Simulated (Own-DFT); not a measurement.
# What a defect does to the pressure of its cell: C40 NbSi2

Everything here is calculated. The program is Own-DFT (plane waves, in-house, since retired, never reviewed by a person); positions were held fixed, and spin and spin-orbit coupling were off.

All runs used: PBEsol; PseudoDojo norm-conserving scalar-relativistic files, made for PBE; cutoff 42 hartree; 4 x 4 x 5 k mesh centred on Gamma; cold (Marzari-Vanderbilt) smearing of 0.2 eV.

Known weak points: forces on such cells failed a check on a denser k mesh; stress not checked against mesh or cutoff.

All runs share one cell, with vectors in Å (0.000, 8.324, 0.000); (-9.613, 0.000, 0.000); (0.000, 0.000, 6.586) and a volume of 527.0 Å³. The atoms are randomly displaced, by u rms on each axis. The defect's site can differ from row to row.

```
cell,formula,u (Å),P (GPa)
no defect,Nb12Si24,0.0211,-2.15
no defect,Nb12Si24,0.0505,-0.83
no defect,Nb12Si24,0.0523,-0.94
two Nb vacancies,Nb10Si24,0.0302,-3.23
two Nb vacancies,Nb10Si24,0.0324,-3.30
two Nb vacancies,Nb10Si24,0.0550,-2.15
two Nb on a Si site each,Nb14Si22,0.0302,?
two Nb on a Si site each,Nb14Si22,0.0321,3.84
two Nb on a Si site each,Nb14Si22,0.0487,4.38
two Nb on a Si site each,Nb14Si22,0.0544,4.68
one Si vacancy,Nb12Si23,0.0299,-2.68
one Si vacancy,Nb12Si23,0.0302,-2.31
one Si vacancy,Nb12Si23,0.0532,-1.80
two Si on a Nb site each,Nb10Si26,0.0323,-1.83
two Si on a Nb site each,Nb10Si26,0.0537,-0.83
two Si on a Nb site each,Nb10Si26,0.0537,-0.94
```

## Fit

P = P0 + c u² + a shift for each defect gives P0 = -2.25 GPa, c = 492 ± 40 GPa/Å² and a scatter of 0.14 GPa. The shifts, and each times the cell's volume:

- two Nb on a Si site each: 5.50 ± 0.12 GPa, 18.1 eV (9.0 eV for each of its 2 sites)
- two Si on a Nb site each: -0.07 ± 0.12 GPa, -0.2 eV (-0.1 eV for each of its 2 sites) (not resolved)
- one Si vacancy: -0.78 ± 0.12 GPa, -2.6 eV
- two Nb vacancies: -1.47 ± 0.12 GPa, -4.8 eV (-2.4 eV for each of its 2 sites)

Positive is outwards. The product with the volume (160.2 GPa Å³ to the eV) is nearly free of the cell's size; divided by the bulk modulus at the cell's pressure it gives the volume that the defect adds. The atoms around the defects weren't relaxed, which would change these numbers.

## Prediction

Asked: what pressure belongs in the blank (two Nb on a Si site each, u = 0.0302 Å)?

From the fit: 3.70 ± 0.17 GPa. The calculation gave 3.44 GPa.
